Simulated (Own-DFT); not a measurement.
Simulation results for Si3N4 (beta silicon nitride, strained, atoms displaced)

Computed with Own-DFT development build. A calculation, not a measurement: plane-wave PBE density functional theory by an unreviewed code, no spin, of a simulated periodic cell, stress positive in tension, free energy of the whole cell less one offset for each atom, forces on such cells moved up to 12 meV/angstrom on a denser k mesh; offsets are fitted by least squares, one for each functional and potential file, so energies compare only between cells with the same atoms and settings and are not formation energies; the far tail of each file's local potential was reset to the Coulomb form; each entry is a single point on an unrelaxed cell, so the pressure reflects the starting lattice, mostly measured values (interpolated for alloys), from which strain is counted, and rises with the displacements; printed positions are rounded, which can move forces by about a meV/angstrom; the program, named Own-DFT, is a retired in-house code; no spin-orbit coupling; before rounding, a Quantum ESPRESSO 7.3.1 run of the same cell and cutoff gave forces within 1 meV/angstrom rms on each cell, which checks the program and not the settings.

Si3N4 (beta silicon nitride, strained, atoms displaced)

```
Si3N4
1.0
     15.1341     0.0536    -0.1005
     -7.5207    13.2225     0.0480
     -0.0384    -0.0010     5.8369
Si N Si N Si N Si N Si N Si N Si N Si N
6 8 6 8 6 8 6 8 6 8 6 8 6 8 6 8
Direct
  0.07857 0.37926 0.12258
  0.11051 0.19446 0.13479
  0.29788 0.41389 0.12623
  0.41516 0.11943 0.36930
  0.38610 0.29856 0.36483
  0.20160 0.09512 0.36482
  0.16578 0.01994 0.12824
  0.48420 0.15387 0.13144
  0.34451 0.33198 0.12265
  0.33522 0.48300 0.38498
  0.01709 0.34933 0.38924
  0.14411 0.16321 0.38391
  0.17347 0.33798 0.11508
  0.32690 0.16858 0.37434
  0.09038 0.38037 0.64461
  0.11681 0.19705 0.63208
  0.29678 0.41545 0.62651
  0.41260 0.10814 0.86722
  0.37622 0.29502 0.88310
  0.19966 0.08553 0.86682
  0.16864 0.01663 0.62724
  0.48308 0.14633 0.61578
  0.34860 0.33319 0.61977
  0.33512 0.48496 0.88110
  0.01319 0.34832 0.87646
  0.15466 0.17313 0.88119
  0.15959 0.32948 0.61626
  0.33357 0.16761 0.88754
  0.08195 0.88101 0.12946
  0.11484 0.70299 0.13286
  0.29379 0.91082 0.11016
  0.41082 0.61002 0.38164
  0.38527 0.79335 0.36434
  0.20311 0.58822 0.37720
  0.16117 0.50741 0.12084
  0.48054 0.64734 0.11798
  0.35347 0.83707 0.12742
  0.33686 0.98756 0.36919
  0.01163 0.84926 0.35195
  0.14843 0.66252 0.36768
  0.16416 0.82818 0.10935
  0.33581 0.66677 0.38410
  0.08207 0.88143 0.63769
  0.11256 0.70046 0.62274
  0.30712 0.92031 0.63004
  0.40818 0.61040 0.87951
  0.38406 0.79933 0.87931
  0.19819 0.58895 0.88490
  0.16247 0.51147 0.61477
  0.48681 0.65278 0.61867
  0.35109 0.83689 0.61965
  0.33591 0.98294 0.88780
  0.01679 0.85155 0.86937
  0.14260 0.66148 0.88302
  0.16702 0.83243 0.61658
  0.33722 0.66860 0.87002
  0.58926 0.38768 0.15020
  0.61766 0.20241 0.11886
  0.79058 0.41220 0.12604
  0.91627 0.11411 0.37397
  0.88380 0.29321 0.36971
  0.70017 0.08674 0.38647
  0.66566 0.01532 0.11750
  0.98218 0.15461 0.12565
  0.84701 0.32781 0.13916
  0.83036 0.48062 0.38327
  0.51984 0.35494 0.36340
  0.65074 0.16817 0.38458
  0.66167 0.32901 0.12337
  0.83162 0.16558 0.36926
  0.58600 0.38457 0.61167
  0.61348 0.19924 0.63325
  0.79732 0.41427 0.61309
  0.91598 0.11964 0.87670
  0.88475 0.29964 0.85983
  0.69937 0.08373 0.87107
  0.66809 0.01610 0.63040
  0.98619 0.14461 0.61952
  0.85248 0.32921 0.62152
  0.83716 0.48524 0.87107
  0.51878 0.34844 0.87687
  0.64582 0.16350 0.85982
  0.66536 0.32680 0.64208
  0.83129 0.16486 0.85885
  0.58256 0.88807 0.12971
  0.61257 0.70061 0.11944
  0.79539 0.91525 0.11809
  0.91324 0.61342 0.37109
  0.88646 0.79801 0.36930
  0.70101 0.58527 0.36620
  0.66500 0.51825 0.11089
  0.99030 0.65564 0.13039
  0.85045 0.83248 0.12774
  0.83747 0.98198 0.36976
  0.51627 0.85062 0.38511
  0.65742 0.67152 0.36376
  0.66991 0.83146 0.13444
  0.83679 0.67146 0.37023
  0.58639 0.88352 0.62448
  0.62304 0.71100 0.62226
  0.79861 0.90930 0.64651
  0.91893 0.62280 0.87416
  0.88261 0.79800 0.85667
  0.70206 0.58450 0.87404
  0.66567 0.51656 0.64048
  0.98575 0.65167 0.63266
  0.85031 0.83230 0.62458
  0.82940 0.97871 0.85309
  0.51496 0.85079 0.86757
  0.64475 0.66508 0.87015
  0.66690 0.83501 0.62477
  0.83801 0.66517 0.86750
```

Settings of this run: functional PBE, potential files PseudoDojo norm-conserving, scalar-relativistic, standard set, wave cutoff 42 hartree, occupations Fermi-Dirac, smearing width 0.1 eV and k mesh 2 x 2 x 4 centred on Gamma.

Results for Si3N4 (beta silicon nitride, strained, atoms displaced): free energy of cell above offsets -8.147 eV; pressure 7.04 GPa; stress xx -6.86 GPa; stress yy -4.24 GPa; stress zz -10.02 GPa; stress yz 1.17 GPa; stress xz -2.11 GPa; stress xy 1.32 GPa.

Force:
```
element  x (eV/Å)  y (eV/Å)  z (eV/Å)
     Si     3.054     0.459     3.003
     Si    -0.606     4.654    -1.645
     Si    -0.712     0.208       0.7
     Si    -2.433     -1.62     -0.13
     Si    -1.156    -0.361     1.622
     Si     2.011    -3.405     1.711
      N    -0.607    -2.201    -1.078
      N     1.512    -0.241    -2.516
      N      0.53     0.658     1.027
      N     0.118     0.255    -1.737
      N    -0.909    -0.757    -1.463
      N     0.189    -0.208    -0.814
      N    -3.087    -3.405     0.522
      N     3.308     1.181     0.067
     Si    -3.609     2.095    -2.661
     Si    -2.903     3.103    -0.066
     Si    -0.606    -2.524     0.881
     Si    -1.649     4.048     1.687
     Si     3.799     0.103    -2.414
     Si     1.502     1.391     1.996
      N    -1.036    -1.051    -1.754
      N    -0.168    -0.157     1.623
      N    -0.336     0.544     0.071
      N      0.08    -1.019    -0.966
      N    -0.422    -0.432    -0.247
      N     1.118    -2.056     0.944
      N     5.609     -1.18     0.458
      N     0.216    -1.881    -0.889
     Si     2.858     2.338     -2.53
     Si     1.168     0.087    -1.393
     Si    -0.125    -1.232      5.15
     Si     0.761     1.847    -0.923
     Si    -0.681     0.826      2.67
     Si     1.014    -2.144    -0.811
      N    -0.177     2.982     0.656
      N      0.93     0.034      2.24
      N    -0.683     0.073    -0.842
      N    -0.066    -0.454    -0.053
      N     0.729     0.444     5.259
      N     -0.23     0.316     2.118
      N    -0.589     2.551     0.483
      N    -1.155    -1.031    -0.723
     Si      3.49     1.717    -4.699
     Si     1.601     1.657     0.235
     Si     -2.36    -2.255    -2.808
     Si      1.16     2.287    -2.214
     Si      0.87    -1.144    -1.996
     Si     2.477    -1.703    -1.594
      N     0.053     1.416     2.481
      N     0.374    -0.389     1.248
      N     0.949    -0.589     0.323
      N     0.285     1.088    -3.137
      N    -2.358    -1.008      2.01
      N      0.26     0.374    -0.872
      N    -0.058     0.763     0.328
      N     -3.03    -0.376     0.628
     Si     2.009       0.1     -9.44
     Si    -0.909    -0.507     1.204
     Si     2.306    -1.104    -1.288
     Si    -3.256    -1.216     0.609
     Si     1.876    -0.126     2.058
     Si     1.344     0.873    -1.845
      N    -0.683     0.302      2.02
      N     1.849    -0.196    -0.276
      N    -2.386     2.115    -4.369
      N     0.015     3.114     -3.73
      N    -3.923    -1.779     4.191
      N     0.346    -0.988    -1.612
      N     0.823     1.914     0.771
      N     1.188    -1.642     0.137
     Si     1.401    -0.321     5.413
     Si    -1.681     1.718    -3.846
     Si     0.585    -3.786      4.87
     Si    -1.777    -1.617    -2.501
     Si     0.328    -2.345     4.225
     Si     1.081     1.974     0.627
      N     -0.75     -2.02    -1.248
      N     0.116     0.099     1.985
      N    -3.677     2.656    -2.191
      N     0.091     0.304     0.714
      N     -2.04     0.041     0.159
      N     2.163    -1.799     4.955
      N    -0.799     2.713    -1.447
      N     0.102     0.397     0.707
     Si     2.821    -1.512    -0.873
     Si     -0.36     1.148     0.173
     Si     1.357    -1.592     0.949
     Si    -1.006     1.103     0.889
     Si    -1.731    -0.641    -0.334
     Si     0.807     2.252      1.69
      N     0.313    -1.948      3.76
      N     -2.49    -1.781     0.132
      N    -1.142     1.153    -3.131
      N     0.129     0.792     0.992
      N    -0.905    -0.006    -2.319
      N    -0.448    -0.922     1.478
      N    -3.318     0.492    -0.582
      N     0.295    -3.317     0.122
     Si     0.864     0.866     1.266
     Si    -1.421    -2.665    -1.238
     Si    -1.236    -2.467    -8.964
     Si     0.384    -2.856      1.21
     Si     1.837    -2.018     5.541
     Si     0.049     3.972     -0.48
      N    -0.061    -1.758    -5.075
      N    -0.157    -0.509    -2.457
      N    -0.879     0.653    -2.631
      N      0.56     6.332     7.743
      N    -0.261     0.367     1.613
      N     2.537    -0.983     0.169
      N     0.891     0.998     0.212
      N    -3.447     1.297     0.123
```
